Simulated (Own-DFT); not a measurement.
# Same atoms, different arrangement: In48P48, 96 atoms

All numbers below are calculated, not measured. The program, named Own-DFT, is a retired in-house plane-wave density functional code that no person has reviewed. Each row is one single-point run on a periodic cell that was not relaxed, without spin or spin-orbit coupling.

Settings of every run: PBE; PseudoDojo norm-conserving scalar-relativistic files; cutoff 36 hartree; 2 x 3 x 3 k mesh centred on Gamma; Fermi-Dirac smearing of 0.1 eV.

Known limits, some of them of some rows only: not probed for a lower state with spin; forces on such cells failed a check on a denser k mesh; forces not confirmed at this smearing and k mesh; stress not checked against mesh or cutoff.

All cells hold the same atoms in the same cell, with vectors in Å (17.606, 0.000, 0.000); (0.000, 11.737, 0.000); (0.000, 0.000, 11.737). Every atom was moved at random from its ideal site; u is the rms move along one axis. The defect's site can differ from row to row. E is the free energy of the cell above the lowest run. The arrangements:

- A: zincblende InP
- B: zincblende InP, with one In on a P site and one P on an In site, 2.5 Å apart

| arrangement | u (Å) | E (eV) | P (GPa) |
|---|---|---|---|
| A | 0.0192 | 0.000 | 3.20 |
| A | 0.0194 | 0.007 | 3.20 |
| A | 0.0202 | 0.042 | 3.21 |
| A | 0.0494 | 2.974 | 3.59 |
| A | 0.0504 | 3.067 | 3.58 |
| A | 0.0516 | 2.755 | 3.52 |
| B | 0.0290 | 4.711 | 3.53 |
| B | 0.0314 | 4.862 | 3.52 |
| B | 0.0321 | 4.887 | 3.54 |
| B | 0.0469 | 6.727 | 3.80 |
| B | 0.0469 | 6.904 | 3.82 |
| B | 0.0527 | 7.544 | 3.89 |

Question: once the cost of the random moves is taken out, how do the arrangements rank?

## Worked answer

Fit E = a + b u², with one b for all and one a for each arrangement, and with residuals divided by u², since the noise grows with the moves. Then b = 1410 eV/Å², the scatter at u = 0.04 Å is 0.13 eV, and against A:

- B: 4.04 ± 0.06 eV (higher)

These are energies of unrelaxed cells. Relaxing the atoms lowers the strained arrangements most, so the gaps would shrink and small ones could change sign.
